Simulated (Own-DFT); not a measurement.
# Computed records: Al3GaN4 (wurtzite random alloy, strained, atoms displaced)

A calculation, not a measurement: plane-wave density functional theory by an unreviewed code, no spin, of a simulated periodic cell, stress positive in tension, run twice, with PBE and with PBEsol, both on files made for PBE, so the change isn't that of files made for PBEsol, forces on such cells passed a denser k mesh, this cell's mesh not checked; the far tail of each file's local potential was reset to the Coulomb form; each entry is a single point on an unrelaxed cell, so the pressure reflects the starting lattice, mostly measured values (interpolated for alloys), from which strain is counted, and rises with the displacements; printed positions are rounded, which can move forces by about a meV/angstrom; the program, named Own-DFT, is a retired in-house code; no spin-orbit coupling; stress was not checked against mesh or cutoff. Program: Own-DFT development build.

Settings shared by all entries: functional PBE, then PBEsol; potential files PseudoDojo norm-conserving, scalar-relativistic, standard set; wave cutoff 42 hartree; occupations Fermi-Dirac; smearing width 0.1 eV; k mesh 4 x 4 x 3 centred on Gamma.

(1) Al3GaN4 (wurtzite random alloy, strained, atoms displaced)

```cif
# cell vector a (Å): 9.6286 0.0000 0.0000
# cell vector b (Å): -4.8143 8.3386 0.0000
# cell vector c (Å): 0.0000 0.0000 10.0655
data_Al3GaN4
_symmetry_space_group_name_H-M 'P 1'
_symmetry_Int_Tables_number 1
_cell_length_a 9.6286
_cell_length_b 9.6286
_cell_length_c 10.0655
_cell_angle_alpha 90.000
_cell_angle_beta 90.000
_cell_angle_gamma 120.000
_cell_volume 808.15
loop_
_atom_site_label
_atom_site_type_symbol
_atom_site_fract_x
_atom_site_fract_y
_atom_site_fract_z
_atom_site_occupancy
Ga1 Ga 0.10166 0.22486 0.99411 1
Ga2 Ga 0.23556 0.12015 0.25413 1
N1 N 0.10665 0.22182 0.18622 1
N2 N 0.21775 0.10781 0.43909 1
Ga3 Ga 0.11961 0.23761 0.49575 1
Ga4 Ga 0.22796 0.10951 0.74632 1
N3 N 0.10747 0.22403 0.67974 1
N4 N 0.21990 0.11065 0.94334 1
Ga5 Ga 0.11677 0.55871 0.00755 1
Al1 Al 0.21925 0.44227 0.25753 1
N5 N 0.10592 0.54765 0.19057 1
N6 N 0.20773 0.44507 0.43974 1
Al2 Al 0.11281 0.55031 0.49805 1
Al3 Al 0.21960 0.44041 0.74234 1
N7 N 0.11367 0.54095 0.69153 1
N8 N 0.22695 0.43733 0.93753 1
Al4 Al 0.10880 0.88589 0.00242 1
Al5 Al 0.23112 0.79055 0.25128 1
N9 N 0.10646 0.88775 0.17748 1
N10 N 0.21521 0.77993 0.44119 1
Al6 Al 0.10814 0.88556 0.49403 1
Ga6 Ga 0.21125 0.77675 0.74964 1
N11 N 0.11261 0.89870 0.68168 1
N12 N 0.21262 0.77651 0.94786 1
Al7 Al 0.44273 0.21857 0.00109 1
Al8 Al 0.56041 0.10834 0.24539 1
N13 N 0.44394 0.22287 0.19255 1
N14 N 0.55965 0.10985 0.43858 1
Al9 Al 0.43849 0.21703 0.49650 1
Ga7 Ga 0.55295 0.10293 0.75076 1
N15 N 0.44477 0.22558 0.69624 1
N16 N 0.55454 0.11480 0.93840 1
Ga8 Ga 0.44567 0.55464 0.99764 1
Al10 Al 0.56534 0.45003 0.25189 1
N17 N 0.44050 0.54778 0.18596 1
N18 N 0.55014 0.43770 0.44065 1
Al11 Al 0.44879 0.56392 0.50178 1
Al12 Al 0.55778 0.44962 0.74762 1
N19 N 0.45261 0.55802 0.68712 1
N20 N 0.54572 0.43764 0.94258 1
Al13 Al 0.43530 0.87370 0.99353 1
Al14 Al 0.55194 0.77752 0.24739 1
N21 N 0.44612 0.89432 0.19777 1
N22 N 0.55128 0.77366 0.43561 1
Al15 Al 0.44497 0.89102 0.50590 1
Al16 Al 0.54964 0.77700 0.75109 1
N23 N 0.45272 0.87823 0.69760 1
N24 N 0.55282 0.77880 0.94551 1
Al17 Al 0.77494 0.22830 0.00525 1
Al18 Al 0.88261 0.11187 0.25887 1
N25 N 0.79122 0.22607 0.18478 1
N26 N 0.88806 0.11918 0.44548 1
Al19 Al 0.78169 0.21941 0.49723 1
Al20 Al 0.88808 0.11534 0.74728 1
N27 N 0.77814 0.23208 0.69974 1
N28 N 0.88939 0.10794 0.94086 1
Al21 Al 0.78148 0.55415 0.99501 1
Al22 Al 0.90733 0.46275 0.24746 1
N29 N 0.76732 0.55159 0.19261 1
N30 N 0.89272 0.44621 0.44110 1
Al23 Al 0.78054 0.56128 0.50290 1
Al24 Al 0.88671 0.44898 0.74538 1
N31 N 0.77935 0.54720 0.69565 1
N32 N 0.88691 0.43263 0.93746 1
Al25 Al 0.77254 0.88128 0.00257 1
Al26 Al 0.89368 0.78012 0.25925 1
N33 N 0.77350 0.88389 0.19378 1
N34 N 0.88016 0.77652 0.44230 1
Ga9 Ga 0.78474 0.89025 0.49398 1
Al27 Al 0.89507 0.77940 0.74064 1
N35 N 0.77288 0.88840 0.69485 1
N36 N 0.88643 0.77375 0.94675 1
```

```
PBE pressure                                      : -2.82 GPa
PBE stress xx                                     : 5 GPa
PBE stress yy                                     : 5.84 GPa
PBE stress zz                                     : -2.39 GPa
PBE stress yz                                     : 0.68 GPa
PBE stress xz                                     : 0.56 GPa
PBE stress xy                                     : 0.91 GPa
PBEsol pressure                                   : -5.74 GPa
PBEsol stress xx                                  : 7.8 GPa
PBEsol stress yy                                  : 8.76 GPa
PBEsol stress zz                                  : 0.65 GPa
PBEsol stress yz                                  : 0.7 GPa
PBEsol stress xz                                  : 0.56 GPa
PBEsol stress xy                                  : 0.92 GPa
rms change of force components from PBE to PBEsol : 0.066 eV/Å
```

Force:
```tsv
force element	PBE force x (eV/Å)	PBE force y (eV/Å)	PBE force z (eV/Å)	PBEsol force x (eV/Å)	PBEsol force y (eV/Å)	PBEsol force z (eV/Å)
Ga	1.54	-0.867	0.915	1.516	-0.848	0.919
Ga	-2.249	-0.743	-1.991	-2.201	-0.713	-1.942
N	-0.194	0.305	2.349	-0.094	0.243	2.209
N	0.527	-0.253	1.327	0.399	-0.163	1.187
Ga	-0.069	-2.519	-0.082	-0.08	-2.473	-0.052
Ga	-1.514	1.419	1.332	-1.464	1.379	1.309
N	0.188	-0.073	2.099	0.292	-0.131	1.933
N	0.781	-0.897	-0.223	0.65	-0.815	-0.317
Ga	-0.018	-1.728	-2.12	-0.026	-1.693	-2.057
Al	0.557	-0.481	-2.445	0.567	-0.484	-2.467
N	1.995	2.402	1.615	2.032	2.418	1.409
N	2.902	1.728	-0.487	2.925	1.508	-0.398
Al	-2.244	1.312	0.901	-2.258	1.341	0.908
Al	1.592	-0.486	1.466	1.633	-0.478	1.459
N	-2.356	1.901	-0.941	-2.373	2.003	-0.897
N	-1.321	1.767	-1.371	-1.292	1.72	-1.203
Al	-1.27	1.169	-1.711	-1.279	1.17	-1.761
Al	-0.903	-0.86	-0.507	-0.909	-0.867	-0.526
N	0.716	-0.635	4.198	0.719	-0.515	4.241
N	1.24	-0.426	0.172	1.251	-0.441	0.181
Al	-0.437	0.873	0.137	-0.461	0.876	0.123
Ga	1.243	-0.794	0.013	1.225	-0.769	0.034
N	-0.055	-2.234	-0.159	0.084	-2.102	-0.039
N	1.164	0.517	-0.901	1.157	0.341	-0.975
Al	-0.857	0.186	-0.327	-0.874	0.186	-0.336
Al	-0.206	1.502	0.248	-0.203	1.514	0.243
N	2.385	0.702	-0.366	2.208	0.611	-0.285
N	-0.491	-0.179	0.525	-0.487	-0.177	0.519
Al	0.876	0.464	0.63	0.871	0.448	0.621
Ga	0.027	1.373	-0.193	0.025	1.36	-0.153
N	0.822	0.26	-2.005	0.79	0.095	-1.888
N	0.212	-1.246	2.033	0.224	-1.255	1.847
Ga	-0.171	-0.679	0.124	-0.17	-0.69	0.147
Al	-1.999	-1.285	-0.247	-2.023	-1.294	-0.253
N	-0.417	0.835	2.496	-0.408	0.829	2.307
N	0.002	1.013	0.644	0.002	1.012	0.658
Al	0.305	-0.997	-0.803	0.297	-1.023	-0.815
Al	0.099	-1.048	0.914	0.101	-1.036	0.906
N	-1.043	0	0.4	-1.052	0.001	0.419
N	2.232	0.361	-1.003	2.074	0.448	-0.93
Al	-0.488	2.313	1.039	-0.503	2.302	1.029
Al	0.522	-0.723	-0.245	0.522	-0.726	-0.274
N	0.154	-1.13	-1.484	0.162	-1.124	-1.483
N	-0.66	0.473	0.597	-0.546	0.558	0.636
Al	0.406	-0.287	-0.958	0.392	-0.282	-0.955
Al	3.112	-1.288	0.839	3.131	-1.32	0.851
N	-3.49	1.147	-1.679	-3.616	1.262	-1.584
N	0.346	0.151	-0.925	0.368	-0.013	-0.873
Al	1.045	-1.57	-1.756	1.053	-1.581	-1.777
Al	1.434	-0.161	-1.968	1.45	-0.189	-1.965
N	-1.745	0.187	1.943	-1.727	0.215	1.959
N	0.868	-0.971	-0.884	1.024	-1.046	-0.779
Al	-1.957	1.364	1.288	-1.976	1.37	1.297
Al	-0.016	-0.205	0.584	-0.011	-0.21	0.56
N	0.992	-1.147	-2.042	0.851	-1.223	-1.974
N	-2.138	-1.009	-0.82	-1.98	-0.897	-0.743
Al	-0.737	-0.611	0.461	-0.731	-0.613	0.456
Al	-2.909	-2.518	0.783	-2.937	-2.527	0.769
N	2.857	1.423	-0.343	2.862	1.435	-0.35
N	-0.404	0.418	-0.007	-0.399	0.409	0
Al	-0.018	-1.979	-0.473	-0.032	-1.973	-0.475
Al	2.171	-1.508	1.209	2.19	-1.472	1.203
N	-1.438	2.358	-1.222	-1.453	2.348	-1.204
N	-0.839	2.094	0.18	-0.718	2.151	0.213
Al	0.564	1.187	-0.154	0.569	1.175	-0.157
Al	-0.906	-0.277	-2.863	-0.906	-0.268	-2.867
N	0.067	0.444	0.637	0.074	0.444	0.651
N	2.817	-0.732	0.161	2.622	-0.615	0.251
Ga	-2.656	0.937	1.436	-2.587	0.908	1.413
Al	-1.513	0.101	1.727	-1.502	0.093	1.715
N	0.74	-0.116	-0.194	0.732	-0.113	-0.313
N	0.232	-0.022	-1.525	0.232	-0.012	-1.513
```

(2) Al3GaN4 (wurtzite random alloy, strained, atoms displaced)

```cif
# cell vector a (Å): 9.6286 0.0000 0.0000
# cell vector b (Å): -4.8143 8.3386 0.0000
# cell vector c (Å): 0.0000 0.0000 10.0655
data_Al3GaN4
_symmetry_space_group_name_H-M 'P 1'
_symmetry_Int_Tables_number 1
_cell_length_a 9.6286
_cell_length_b 9.6286
_cell_length_c 10.0655
_cell_angle_alpha 90.000
_cell_angle_beta 90.000
_cell_angle_gamma 120.000
_cell_volume 808.15
loop_
_atom_site_label
_atom_site_type_symbol
_atom_site_fract_x
_atom_site_fract_y
_atom_site_fract_z
_atom_site_occupancy
Al1 Al 0.09918 0.20996 0.99202 1
Al2 Al 0.21027 0.10000 0.24844 1
N1 N 0.11258 0.22419 0.19102 1
N2 N 0.22110 0.10966 0.44524 1
Al3 Al 0.10822 0.21844 0.49523 1
Al4 Al 0.22145 0.10745 0.75001 1
N3 N 0.11430 0.22901 0.68326 1
N4 N 0.23116 0.11781 0.93800 1
Al5 Al 0.11189 0.55009 0.00443 1
Al6 Al 0.23405 0.45087 0.24922 1
N5 N 0.10647 0.55874 0.19715 1
N6 N 0.22398 0.44531 0.44408 1
Al7 Al 0.11112 0.55292 0.49801 1
Al8 Al 0.20972 0.44277 0.75269 1
N7 N 0.10700 0.55785 0.69057 1
N8 N 0.22080 0.44564 0.94311 1
Ga1 Ga 0.11837 0.89720 0.99354 1
Al9 Al 0.22565 0.77659 0.24875 1
N9 N 0.10443 0.89039 0.19358 1
N10 N 0.22647 0.78234 0.45102 1
Al10 Al 0.11398 0.89559 0.50045 1
Al11 Al 0.22026 0.77057 0.74770 1
N11 N 0.11222 0.89257 0.69237 1
N12 N 0.21892 0.77638 0.94241 1
Al12 Al 0.44843 0.22829 0.99639 1
Ga2 Ga 0.55592 0.11917 0.24682 1
N13 N 0.44243 0.22698 0.18880 1
N14 N 0.55436 0.11661 0.43357 1
Al13 Al 0.43845 0.22164 0.49902 1
Al14 Al 0.55567 0.11215 0.75261 1
N15 N 0.45141 0.21916 0.69091 1
N16 N 0.54371 0.11342 0.93708 1
Al15 Al 0.44477 0.55340 0.00107 1
Ga3 Ga 0.56140 0.44707 0.25306 1
N17 N 0.45127 0.56565 0.17945 1
N18 N 0.56446 0.45887 0.44379 1
Al16 Al 0.44345 0.55696 0.49989 1
Al17 Al 0.54826 0.44661 0.74477 1
N19 N 0.44183 0.55888 0.68788 1
N20 N 0.56315 0.43925 0.94130 1
Al18 Al 0.43912 0.89421 0.98779 1
Ga4 Ga 0.55932 0.77596 0.24452 1
N21 N 0.44105 0.88941 0.19170 1
N22 N 0.55372 0.77154 0.43302 1
Al19 Al 0.44248 0.88972 0.49825 1
Al20 Al 0.54895 0.77369 0.73882 1
N23 N 0.45562 0.89236 0.68718 1
N24 N 0.55105 0.77899 0.93532 1
Al21 Al 0.77863 0.23662 0.99967 1
Ga5 Ga 0.89859 0.11357 0.24448 1
N25 N 0.77690 0.22078 0.18518 1
N26 N 0.88782 0.10399 0.43398 1
Al22 Al 0.78801 0.22771 0.49674 1
Ga6 Ga 0.88307 0.11330 0.75065 1
N27 N 0.77400 0.22347 0.68094 1
N28 N 0.89981 0.11473 0.94013 1
Al23 Al 0.76713 0.54897 0.00242 1
Ga7 Ga 0.88683 0.44645 0.24906 1
N29 N 0.78082 0.55925 0.19030 1
N30 N 0.88594 0.43120 0.44643 1
Ga8 Ga 0.76473 0.54595 0.50213 1
Al24 Al 0.89101 0.45313 0.75723 1
N31 N 0.78135 0.55007 0.68985 1
N32 N 0.89200 0.44416 0.94314 1
Al25 Al 0.78153 0.89702 0.99728 1
Ga9 Ga 0.88652 0.78799 0.24566 1
N33 N 0.77732 0.88908 0.19259 1
N34 N 0.87667 0.77819 0.44307 1
Al26 Al 0.77148 0.89429 0.50315 1
Al27 Al 0.88825 0.77277 0.74605 1
N35 N 0.78277 0.88915 0.68675 1
N36 N 0.89256 0.78456 0.94501 1
```

```
PBE pressure                                      : -3.24 GPa
PBE stress xx                                     : 5.82 GPa
PBE stress yy                                     : 5.4 GPa
PBE stress zz                                     : -1.5 GPa
PBE stress yz                                     : 0.05 GPa
PBE stress xz                                     : -0.68 GPa
PBE stress xy                                     : -0.75 GPa
PBEsol pressure                                   : -6.18 GPa
PBEsol stress xx                                  : 8.75 GPa
PBEsol stress yy                                  : 8.24 GPa
PBEsol stress zz                                  : 1.55 GPa
PBEsol stress yz                                  : 0.03 GPa
PBEsol stress xz                                  : -0.68 GPa
PBEsol stress xy                                  : -0.74 GPa
rms change of force components from PBE to PBEsol : 0.063 eV/Å
```

Force:
```tsv
force element	PBE force x (eV/Å)	PBE force y (eV/Å)	PBE force z (eV/Å)	PBEsol force x (eV/Å)	PBEsol force y (eV/Å)	PBEsol force z (eV/Å)
Al	2.856	2.447	1.407	2.875	2.448	1.406
Al	0.853	1.819	0.324	0.845	1.828	0.33
N	1.481	0.773	-0.902	1.313	0.681	-0.845
N	-0.253	0.559	-0.976	-0.256	0.557	-0.969
Al	-0.146	0.284	0.181	-0.157	0.282	0.148
Al	0.007	0.912	-0.75	0	0.909	-0.76
N	0.401	-0.35	1.035	0.298	-0.417	1.079
N	-0.942	0.681	-0.109	-0.93	0.516	-0.039
Al	-0.543	1.021	0.167	-0.562	1.02	0.164
Al	-0.989	-0.407	-0.04	-0.994	-0.404	-0.038
N	2.057	0.03	-0.78	1.899	-0.074	-0.712
N	0.227	-0.22	-0.924	0.224	-0.229	-0.9
Al	-0.534	0.401	0.059	-0.539	0.409	0.041
Al	0.997	0.151	-0.62	0.991	0.158	-0.628
N	0.401	-0.553	0.235	0.39	-0.561	0.226
N	0.362	-0.733	-0.163	0.375	-0.739	-0.142
Ga	-0.547	-0.813	0.796	-0.547	-0.81	0.783
Al	-0.856	0.715	0.64	-0.88	0.713	0.648
N	1.962	-0.087	-0.189	1.805	-0.205	-0.278
N	-0.81	-0.844	-1.16	-0.812	-0.844	-1.143
Al	-0.687	-1.514	0.098	-0.691	-1.527	0.083
Al	-0.187	1.43	-0.109	-0.185	1.449	-0.122
N	0.389	-0.746	0.065	0.391	-0.753	0.075
N	0.82	-0.815	-0.872	0.665	-0.736	-0.809
Al	-0.721	-0.529	0.699	-0.715	-0.534	0.699
Ga	0.244	-1.049	-0.321	0.25	-1.019	-0.276
N	-1.001	-0.495	-0.399	-0.863	-0.418	-0.287
N	0.349	-0.167	2.114	0.355	-0.158	1.932
Al	1.239	0.178	0.035	1.24	0.203	0.008
Al	0.541	0.001	-1.408	0.556	-0.013	-1.406
N	-1.827	0.755	-0.341	-1.816	0.755	-0.324
N	1.958	0.128	0.436	1.946	0.138	0.455
Al	-0.038	0.608	-2	-0.018	0.599	-2.039
Ga	-0.585	0.093	-0.639	-0.542	0.105	-0.607
N	-0.409	-2.077	1.523	-0.288	-1.937	1.654
N	-3.216	-3.003	-0.159	-2.991	-2.894	-0.238
Al	-0.061	0.303	-0.31	-0.059	0.299	-0.33
Al	1.322	-0.594	0.438	1.323	-0.591	0.423
N	-0.093	-0.947	0.438	-0.116	-0.957	0.443
N	-2.157	0.855	-1.052	-2.161	0.848	-1.056
Al	1.001	-0.744	1.529	1.005	-0.728	1.524
Ga	-1.199	1.312	0.059	-1.152	1.281	0.088
N	-0.217	-0.098	-1.347	-0.077	-0.016	-1.267
N	-0.758	0.734	2.212	-0.75	0.732	2.025
Al	0.824	0.691	-0.707	0.84	0.698	-0.732
Al	1.289	0.848	1.45	1.303	0.854	1.444
N	-1.568	-0.109	0.375	-1.574	-0.097	0.386
N	0.527	0.12	0.015	0.519	0.109	0.025
Al	0.345	-2.18	-0.048	0.342	-2.206	-0.083
Ga	-1.793	-0.262	0.242	-1.754	-0.266	0.272
N	0.191	0.48	-0.417	0.179	0.474	-0.244
N	-0.306	1.14	1.536	-0.294	1.14	1.352
Al	-0.994	-2.4	-0.255	-0.989	-2.441	-0.291
Ga	0.615	-0.126	-1.178	0.612	-0.129	-1.142
N	-0.08	0.472	2.006	0.039	0.414	2.055
N	-3.166	-0.777	0.346	-3.213	-0.774	0.174
Al	1.719	1.921	-0.104	1.744	1.927	-0.11
Ga	0.135	-0.589	0.763	0.131	-0.57	0.762
N	-0.427	-0.119	-0.59	-0.423	-0.132	-0.419
N	0.25	2.564	-0.868	0.125	2.652	-0.963
Ga	3.179	2.105	-0.083	3.087	2.057	-0.083
Al	0.348	-1.3	-1.377	0.366	-1.315	-1.379
N	-1.522	0.703	1.715	-1.545	0.684	1.521
N	-0.487	0.918	-0.014	-0.488	0.944	0.006
Al	-0.45	-1.228	-0.101	-0.458	-1.22	-0.106
Ga	1.021	-1.625	1.394	0.989	-1.592	1.373
N	-0.701	1.153	-2.368	-0.669	1.118	-2.188
N	1.428	0.571	0.447	1.416	0.445	0.352
Al	0.873	-1.044	-1.218	0.848	-1.037	-1.245
Al	-0.18	0.704	0.363	-0.168	0.705	0.358
N	-0.87	-0.799	0.81	-0.87	-0.652	0.877
N	-0.888	-1.236	-1.053	-0.74	-1.156	-0.989
```
